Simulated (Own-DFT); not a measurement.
## Calculated data, Al$_{3}$GaN$_{4}$ (wurtzite random alloy, atoms displaced), AlGa$_{3}$N$_{4}$ (wurtzite random alloy, strained, atoms displaced)

Computed with Own-DFT development build. A calculation, not a measurement: plane-wave density functional theory by an unreviewed code, no spin, of a simulated periodic cell, stress positive in tension, run twice, with PBE and with PBEsol, both on files made for PBE, so the change isn't that of files made for PBEsol, forces on such cells passed a denser k mesh, this cell's mesh not checked; the far tail of each file's local potential was reset to the Coulomb form; each entry is a single point on an unrelaxed cell, so the pressure reflects the starting lattice, mostly measured values (interpolated for alloys), from which strain is counted, and rises with the displacements; printed positions are rounded, which can move forces by about a meV/angstrom; the program, named Own-DFT, is a retired in-house code; no spin-orbit coupling; stress was not checked against mesh or cutoff.

Common to all runs: functional PBE, then PBEsol; potential files PseudoDojo norm-conserving, scalar-relativistic, standard set; wave cutoff 42 hartree; occupations Fermi-Dirac; smearing width 0.1 eV; k mesh 4 x 4 x 3 centred on Gamma.

(1) Al$_{3}$GaN$_{4}$ (wurtzite random alloy, atoms displaced)

```xyz
72
Lattice="9.3938 0.0000 0.0000 -4.6969 8.1352 0.0000 0.0000 0.0000 10.0655" Properties=species:S:1:pos:R:3 Al3GaN4
Al     0.0086     1.8153     0.0353
Ga     1.4503     0.7948     2.3661
N      0.0880     1.7180     1.8969
N      1.6781     1.0172     4.4383
Ga     0.1112     1.7729     5.1663
Ga     1.5575     1.0992     7.4773
N     -0.0213     1.8131     7.0514
N      1.4489     0.8282     9.4488
Ga    -1.5732     4.4191     9.9983
Al     0.0204     3.8092     2.5065
N     -1.4923     4.5418     1.9190
N      0.1201     3.6583     4.4806
Al    -1.6501     4.4999     5.0795
Al    -0.0337     3.6621     7.6110
N     -1.7065     4.5598     6.9797
N      0.0236     3.5849     9.3902
Al    -3.2002     7.0462     0.0031
Al    -1.6121     6.3524     2.4930
N     -3.0575     7.2555     1.9548
N     -1.5215     6.3253     4.3206
Ga    -3.1853     7.3670     5.0004
Al    -1.7530     6.2705     7.5815
N     -3.0529     7.2599     6.9541
N     -1.7148     6.4202     9.4110
Al     3.1556     1.7844    10.0575
Al     4.7774     0.9011     2.4584
N      3.1677     1.7932     1.8921
N      4.6576     0.8824     4.4654
Al     2.9182     1.8374     4.9621
Al     4.5680     0.9013     7.5627
N      3.1280     1.8632     6.8822
N      4.7311     0.9197     9.2885
Al     1.4334     4.5528     0.0714
Ga     3.1315     3.6404     2.6348
N      1.4039     4.4274     1.9183
N      3.0151     3.6486     4.4403
Ga     1.5097     4.5118     4.9865
Al     3.1672     3.6684     7.5789
N      1.6841     4.3723     6.9235
N      3.0668     3.6485     9.5349
Ga     0.0954     7.2207     0.0039
Al     1.6421     6.3916     2.5463
N     -0.0879     7.0573     1.7690
N      1.5107     6.4607     4.3369
Al     0.0139     7.2639     5.1637
Al     1.4918     6.1974     7.6604
N      0.0360     7.2195     6.9586
N      1.5244     6.3029     9.4272
Al     6.0846     1.8120     9.9220
Al     7.7659     0.8278     2.4096
N      6.1763     1.7680     1.8165
N      7.7894     0.8901     4.3824
Al     6.3189     1.8428     5.1776
Al     8.0092     0.9793     7.5864
N      6.1527     1.9057     7.0142
N      7.9547     0.8117     9.3979
Al     4.7034     4.4250     0.0118
Al     6.2628     3.4831     2.6406
N      4.7542     4.5612     1.9855
N      6.2374     3.4582     4.4084
Al     4.5886     4.5732     5.1116
Ga     6.3809     3.6263     7.3691
N      4.7747     4.5783     6.8836
N      6.3937     3.6665     9.3940
Al     3.2001     7.2371     0.0051
Al     4.6344     6.3559     2.4589
N      3.0385     7.1320     1.8191
N      4.6533     6.3280     4.5121
Al     3.2385     7.2698     5.0440
Al     4.5199     6.2549     7.4204
N      3.2190     7.2073     6.9380
N      4.7935     6.3788     9.5066
```

The calculation gives: PBE pressure 11.49 GPa; PBE stress xx -14.9 GPa; PBE stress yy -8.32 GPa; PBE stress zz -11.25 GPa; PBE stress yz 0.14 GPa; PBE stress xz -0.64 GPa; PBE stress xy -1.73 GPa; PBEsol pressure 8.36 GPa; PBEsol stress xx -11.73 GPa; PBEsol stress yy -5.17 GPa; PBEsol stress zz -8.18 GPa; PBEsol stress yz 0.15 GPa; PBEsol stress xz -0.67 GPa; PBEsol stress xy -1.73 GPa; rms change of force components from PBE to PBEsol 0.084 eV/Å.

Force:
| force element | PBE force x (eV/Å) | PBE force y (eV/Å) | PBE force z (eV/Å) | PBEsol force x (eV/Å) | PBEsol force y (eV/Å) | PBEsol force z (eV/Å) |
| --- | --- | --- | --- | --- | --- | --- |
| Al | 0.349 | -0.85 | -0.594 | 0.328 | -0.816 | -0.594 |
| Ga | 4.332 | 2.49 | 2.262 | 4.231 | 2.443 | 2.215 |
| N | -5.663 | 3.109 | -0.708 | -5.405 | 2.974 | -0.602 |
| N | -7.103 | -4.361 | -3.03 | -7.33 | -4.518 | -3.061 |
| Ga | -2.083 | 1.239 | -2.654 | -2.002 | 1.221 | -2.597 |
| Ga | 1.769 | -3.787 | 2.928 | 1.713 | -3.713 | 2.861 |
| N | 0.168 | 3.718 | -1.957 | 0.443 | 3.635 | -2.072 |
| N | 2.125 | 0.924 | 0.792 | 2.116 | 0.893 | 0.647 |
| Ga | 2.171 | 3.372 | 2.425 | 2.109 | 3.288 | 2.359 |
| Al | -3.918 | -4.561 | 3.196 | -3.933 | -4.624 | 3.229 |
| N | -2.61 | -0.813 | 0.092 | -2.631 | -0.788 | -0.067 |
| N | -6.042 | -2.304 | -1.386 | -5.79 | -2.286 | -1.256 |
| Al | 1.326 | 1.053 | -1.995 | 1.308 | 1.033 | -1.977 |
| Al | 0.727 | 0.014 | -2.119 | 0.703 | 0.024 | -2.166 |
| N | 7.372 | 2.242 | -2.539 | 7.082 | 2.047 | -2.434 |
| N | 0.262 | -0.1 | 1.23 | 0.115 | -0.038 | 1.299 |
| Al | 2.951 | 4.863 | 1.434 | 2.961 | 4.894 | 1.496 |
| Al | 1.225 | -1.303 | 0.253 | 1.207 | -1.299 | 0.235 |
| N | -2.637 | -3.878 | -1.605 | -2.659 | -3.595 | -1.547 |
| N | -0.559 | -0.55 | 2.256 | -0.628 | -0.481 | 2.29 |
| Ga | 2.053 | -2.166 | 0.734 | 2.005 | -2.106 | 0.733 |
| Al | 2.424 | 1.756 | 0.323 | 2.468 | 1.725 | 0.314 |
| N | -3.152 | 0.989 | -1.183 | -3.196 | 1.146 | -1.288 |
| N | 3.276 | -2.154 | -0.062 | 3.404 | -2.206 | 0.02 |
| Al | -1.764 | -0.468 | -0.012 | -1.763 | -0.484 | -0.038 |
| Al | -3.239 | -1.834 | 2.037 | -3.242 | -1.865 | 2.035 |
| N | 0.49 | -0.244 | -0.209 | 0.367 | -0.163 | -0.099 |
| N | 0.282 | 1.114 | -0.388 | 0.277 | 1.126 | -0.38 |
| Al | 9.634 | 3.418 | 2.668 | 9.663 | 3.465 | 2.692 |
| Al | 1.092 | -0.533 | -3.317 | 1.076 | -0.55 | -3.342 |
| N | 0.777 | 1.152 | -0.034 | 0.595 | 1.077 | 0.005 |
| N | -2.198 | -0.238 | 2.898 | -2.215 | -0.399 | 2.955 |
| Al | 1.58 | -0.639 | -0.331 | 1.57 | -0.622 | -0.328 |
| Ga | -0.297 | -0.78 | -3.141 | -0.312 | -0.775 | -3.055 |
| N | 6.271 | 3.789 | -1.623 | 6.423 | 3.758 | -1.567 |
| N | 2.831 | -0.444 | 1.529 | 2.639 | -0.338 | 1.382 |
| Ga | 2.107 | 4.055 | 1.652 | 2.072 | 3.908 | 1.612 |
| Al | 1.35 | -1.517 | 0.495 | 1.389 | -1.526 | 0.508 |
| N | -3.115 | 2.368 | 1.134 | -3.122 | 2.349 | 0.949 |
| N | 0.8 | -0.19 | -0.923 | 0.761 | -0.189 | -0.911 |
| Ga | -3.107 | 0.647 | -1.904 | -3.038 | 0.606 | -1.846 |
| Al | -4.178 | -2.184 | -0.473 | -4.175 | -2.222 | -0.506 |
| N | 2.265 | 2.338 | 3.23 | 2.283 | 2.329 | 2.99 |
| N | 1.606 | -0.658 | 1.898 | 1.594 | -0.756 | 1.954 |
| Al | -0.683 | 0.044 | -2.724 | -0.702 | 0.025 | -2.715 |
| Al | 0.797 | 1.306 | -3.211 | 0.805 | 1.301 | -3.243 |
| N | -0.636 | -0.948 | 1.639 | -0.651 | -0.947 | 1.681 |
| N | 2.494 | -0.958 | 1.136 | 2.325 | -0.827 | 1.247 |
| Al | 4.227 | 1.128 | 0.676 | 4.265 | 1.126 | 0.677 |
| Al | 0.856 | 1.413 | 0.714 | 0.864 | 1.402 | 0.7 |
| N | 2.256 | 0.48 | -0.804 | 2.258 | 0.496 | -0.826 |
| N | 0.946 | 0.274 | 0.298 | 1.026 | 0.338 | 0.325 |
| Al | -1.807 | -2.771 | -1.503 | -1.788 | -2.771 | -1.491 |
| Al | -5.035 | -3.461 | 0.692 | -5.075 | -3.471 | 0.662 |
| N | 1.587 | -3.739 | -0.502 | 1.585 | -3.502 | -0.393 |
| N | -2.041 | 1.544 | 1.506 | -2.023 | 1.547 | 1.516 |
| Al | 0.564 | 1.614 | 0.282 | 0.571 | 1.614 | 0.278 |
| Al | 0.439 | 1.665 | -2.861 | 0.439 | 1.657 | -2.888 |
| N | 0.163 | -0.746 | -0.687 | 0.05 | -0.827 | -0.635 |
| N | 0.018 | 2.839 | 2.18 | -0.005 | 2.841 | 2.207 |
| Al | 0.59 | -1.475 | -2.45 | 0.604 | -1.495 | -2.484 |
| Ga | -5.744 | -1.633 | 3.81 | -5.621 | -1.592 | 3.749 |
| N | -1.874 | -1.37 | 1.254 | -1.699 | -1.478 | 1.314 |
| N | -5.521 | -3.006 | -0.417 | -5.263 | -2.86 | -0.474 |
| Al | -0.25 | -0.823 | -1.991 | -0.276 | -0.836 | -1.991 |
| Al | 1.5 | -0.564 | 0.977 | 1.493 | -0.521 | 0.992 |
| N | 2.32 | 1.765 | 0.446 | 2.324 | 1.768 | 0.436 |
| N | 0.567 | -0.302 | -2.406 | 0.728 | -0.224 | -2.355 |
| Al | -3.335 | 0.349 | 0.235 | -3.331 | 0.354 | 0.244 |
| Al | 5.338 | 1.053 | 2.944 | 5.375 | 1.049 | 2.966 |
| N | -3.918 | 2.328 | -0.595 | -3.965 | 2.356 | -0.59 |
| N | -5.765 | -4.098 | -1.921 | -5.775 | -4.105 | -1.957 |

(2) AlGa$_{3}$N$_{4}$ (wurtzite random alloy, strained, atoms displaced)

```xyz
72
Lattice="9.2953 0.0000 0.0000 -4.6476 8.0500 0.0000 0.0000 0.0000 10.2685" Properties=species:S:1:pos:R:3 AlGa3N4
Al     0.0351     1.7857     0.0223
Ga     1.5876     0.8349     2.6081
N     -0.0630     1.7426     1.9249
N      1.5925     0.8933     4.5692
Ga    -0.0630     1.7410     5.2244
Ga     1.5650     0.9682     7.7182
N      0.1267     1.8563     7.0862
N      1.4869     0.8558     9.6587
Ga    -1.6445     4.4100    10.1822
Ga     0.0183     3.6097     2.5314
N     -1.4940     4.4330     2.0109
N     -0.0064     3.4359     4.5083
Ga    -1.5894     4.5051     5.1498
Ga     0.0128     3.6191     7.6810
N     -1.5063     4.4976     6.9591
N     -0.0253     3.5735     9.6302
Ga    -3.0693     7.2060    10.2432
Ga    -1.5393     6.2044     2.5118
N     -3.1496     7.2295     1.9925
N     -1.6482     6.1802     4.4612
Ga    -3.1482     7.1723     5.0608
Ga    -1.5134     6.2036     7.6923
N     -3.1134     7.1854     7.1110
N     -1.5587     6.3426     9.6725
Ga     3.0405     1.7579    10.1958
Al     4.6582     0.8898     2.5872
N      3.1270     1.7269     1.9869
N      4.7004     0.9708     4.5422
Al     3.1176     1.8635     5.1593
Ga     4.5904     0.9296     7.6522
N      3.0993     1.8266     7.0110
N      4.6736     0.8622     9.5821
Ga     1.5802     4.4783    10.1942
Ga     3.0897     3.5217     2.4837
N      1.6120     4.5583     1.9923
N      3.1666     3.5957     4.5359
Ga     1.5201     4.5039     5.1282
Ga     3.0931     3.6623     7.6895
N      1.5040     4.4578     7.0975
N      3.1503     3.5643     9.5133
Ga    -0.0076     7.1386     0.0609
Ga     1.5126     6.2276     2.5987
N      0.0011     7.1737     1.9866
N      1.5333     6.2527     4.4679
Ga    -0.0471     7.2318     5.1058
Ga     1.6329     6.2872     7.7248
N      0.0315     7.1566     7.0678
N      1.4929     6.3202     9.5121
Al     6.1943     1.7651     0.0251
Ga     7.8148     0.9340     2.6621
N      6.2673     1.7719     1.9353
N      7.7210     0.9273     4.3661
Al     6.2869     1.8253     5.1241
Al     7.6880     0.9954     7.6905
N      6.2913     1.8314     7.0879
N      7.7849     0.8520     9.6794
Ga     4.6352     4.4621     0.0196
Al     6.1397     3.5610     2.5745
N      4.7725     4.4889     1.9053
N      6.1605     3.5383     4.4887
Al     4.6036     4.4781     5.1743
Ga     6.1155     3.6269     7.6520
N      4.5403     4.4457     7.0124
N      6.2118     3.5715     9.5929
Ga     3.1051     7.0722    10.2319
Ga     4.6073     6.2633     2.5468
N      3.0696     7.1589     2.0448
N      4.6239     6.2348     4.5297
Ga     3.0969     7.1028     5.0535
Al     4.5430     6.1984     7.6171
N      3.1116     7.0865     7.0845
N      4.6570     6.1924     9.6256
```

It finds PBE pressure 18.04 GPa; PBE stress xx -20.31 GPa; PBE stress yy -21.37 GPa; PBE stress zz -12.43 GPa; PBE stress yz 0.66 GPa; PBE stress xz -0.61 GPa; PBE stress xy 0.69 GPa; PBEsol pressure 12.77 GPa; PBEsol stress xx -14.99 GPa; PBEsol stress yy -16.02 GPa; PBEsol stress zz -7.3 GPa; PBEsol stress yz 0.66 GPa; PBEsol stress xz -0.62 GPa; PBEsol stress xy 0.71 GPa; rms change of force components from PBE to PBEsol 0.074 eV/Å.

Force:
| force element | PBE force x (eV/Å) | PBE force y (eV/Å) | PBE force z (eV/Å) | PBEsol force x (eV/Å) | PBEsol force y (eV/Å) | PBEsol force z (eV/Å) |
| --- | --- | --- | --- | --- | --- | --- |
| Al | -1.599 | -0.143 | 0.367 | -1.586 | -0.131 | 0.372 |
| Ga | -1.204 | 2.64 | 1.134 | -1.189 | 2.567 | 1.104 |
| N | 3.204 | 1.548 | -1.495 | 3.121 | 1.509 | -1.29 |
| N | 0.173 | 1.29 | -0.565 | 0.028 | 1.154 | -0.606 |
| Ga | 1.308 | -0.425 | -0.958 | 1.311 | -0.392 | -0.967 |
| Ga | 0.753 | -1.999 | 0.074 | 0.744 | -1.951 | 0.06 |
| N | -3.74 | -0.952 | 0.282 | -3.563 | -0.877 | 0.227 |
| N | 0.078 | 2.294 | -0.7 | 0.252 | 2.151 | -0.747 |
| Ga | 2.49 | 2.094 | 2.241 | 2.444 | 2.057 | 2.172 |
| Ga | 0.977 | -1.898 | 1.207 | 0.937 | -1.851 | 1.188 |
| N | -2.815 | -0.241 | -2.032 | -2.633 | -0.161 | -2.014 |
| N | 0.051 | 2.619 | -0.478 | 0.049 | 2.578 | -0.455 |
| Ga | 0.632 | -1.926 | -1.987 | 0.619 | -1.874 | -1.94 |
| Ga | -1.01 | -0.403 | 0.772 | -0.965 | -0.389 | 0.738 |
| N | -1.246 | -0.92 | 2.467 | -1.217 | -0.887 | 2.421 |
| N | 0.581 | -0.722 | 0.229 | 0.565 | -0.553 | 0.157 |
| Ga | -1.607 | -1.775 | 1.282 | -1.56 | -1.73 | 1.239 |
| Ga | -1.041 | 0.928 | 0.791 | -1.006 | 0.899 | 0.784 |
| N | 0.836 | -2.994 | -1.79 | 0.823 | -2.926 | -1.745 |
| N | 1.452 | 2.21 | -0.468 | 1.421 | 2.161 | -0.451 |
| Ga | 0.779 | -0.431 | 1.963 | 0.763 | -0.413 | 1.902 |
| Ga | -0.653 | 2.032 | 0.299 | -0.631 | 2.002 | 0.28 |
| N | -0.84 | -1.278 | -0.373 | -0.709 | -1.184 | -0.402 |
| N | 0.382 | -2.233 | -0.738 | 0.37 | -2.185 | -0.719 |
| Ga | 1.459 | -0.062 | 0.954 | 1.425 | -0.076 | 0.905 |
| Al | 1.222 | 0.362 | 0.464 | 1.234 | 0.35 | 0.482 |
| N | 0.412 | 0.236 | -1.558 | 0.236 | 0.33 | -1.573 |
| N | -0.478 | 0.492 | -0.864 | -0.483 | 0.326 | -0.807 |
| Al | -0.108 | -0.859 | -0.674 | -0.116 | -0.873 | -0.676 |
| Ga | 1.32 | -0.744 | 0.322 | 1.276 | -0.737 | 0.33 |
| N | -0.019 | 0.639 | 0.147 | -0.018 | 0.614 | 0.344 |
| N | -0.024 | 1.176 | 0.901 | -0.166 | 1.077 | 0.83 |
| Ga | -0.586 | 0.478 | 0.696 | -0.581 | 0.478 | 0.657 |
| Ga | 1.162 | 0.942 | 1.782 | 1.113 | 0.936 | 1.742 |
| N | -0.395 | -2.787 | -2.559 | -0.392 | -2.735 | -2.491 |
| N | -1.14 | -0.165 | -0.886 | -1.277 | -0.088 | -0.982 |
| Ga | -0.151 | -1.505 | 0.206 | -0.146 | -1.468 | 0.197 |
| Ga | -1.741 | -2.09 | -0.826 | -1.695 | -2.054 | -0.8 |
| N | 1.262 | 1.438 | -1.024 | 1.243 | 1.408 | -0.994 |
| N | -0.865 | -0.239 | 2.466 | -0.858 | -0.223 | 2.422 |
| Ga | 0.341 | 0.614 | -0.288 | 0.32 | 0.593 | -0.313 |
| Ga | 0.612 | 2.266 | 0.19 | 0.61 | 2.207 | 0.19 |
| N | -0.203 | 0.669 | -0.352 | -0.203 | 0.468 | -0.41 |
| N | -0.971 | 0.404 | 0.914 | -0.942 | 0.387 | 0.89 |
| Ga | -0.214 | -1.265 | 0.482 | -0.191 | -1.241 | 0.48 |
| Ga | -2.404 | -0.47 | -1.942 | -2.364 | -0.459 | -1.897 |
| N | -0.13 | 0.155 | -0.627 | -0.136 | 0.155 | -0.611 |
| N | 0.596 | -1.274 | 3.206 | 0.605 | -1.256 | 3.145 |
| Al | 0.594 | -0.395 | -0.206 | 0.592 | -0.392 | -0.206 |
| Ga | -1.306 | -1.036 | -4.375 | -1.265 | -1.017 | -4.274 |
| N | -2.335 | 0.735 | -0.546 | -2.16 | 0.643 | -0.468 |
| N | -0.301 | -0.851 | 6.367 | -0.14 | -0.916 | 6.165 |
| Al | -1.149 | -0.355 | 0.217 | -1.132 | -0.366 | 0.256 |
| Al | 3.215 | -2.316 | 1.755 | 3.242 | -2.34 | 1.763 |
| N | -1.796 | 0.15 | -2.013 | -1.969 | 0.29 | -1.925 |
| N | -0.515 | 1.415 | -1.282 | -0.509 | 1.23 | -1.223 |
| Ga | 0.74 | -0.381 | -0.169 | 0.728 | -0.348 | -0.18 |
| Al | 2.294 | -0.748 | 0.664 | 2.317 | -0.749 | 0.676 |
| N | -1.793 | -0.613 | 0.107 | -1.94 | -0.482 | 0.012 |
| N | -0.748 | 0.781 | 0.082 | -0.624 | 0.874 | 0.126 |
| Al | 1.237 | -0.269 | -1.416 | 1.263 | -0.253 | -1.4 |
| Ga | 1.34 | 0.033 | 0.267 | 1.307 | 0.011 | 0.266 |
| N | 2.339 | 1.78 | -0.62 | 2.274 | 1.566 | -0.466 |
| N | -2.155 | -1.996 | -0.548 | -2.097 | -1.799 | -0.579 |
| Ga | -0.111 | 1.194 | 1.368 | -0.104 | 1.179 | 1.32 |
| Ga | 0.511 | -0.128 | 0.646 | 0.494 | -0.109 | 0.627 |
| N | -0.279 | -0.006 | -1.889 | -0.26 | -0.018 | -1.833 |
| N | 0.292 | -1.16 | -0.603 | 0.279 | -0.951 | -0.645 |
| Ga | -0.763 | 1.31 | 1.085 | -0.743 | 1.261 | 1.036 |
| Al | 3.09 | 1.15 | 1.461 | 3.1 | 1.116 | 1.485 |
| N | 0.553 | 3.292 | -1.453 | 0.337 | 3.205 | -1.517 |
| N | 0.148 | 0.692 | -1.559 | 0.127 | 0.672 | -1.387 |
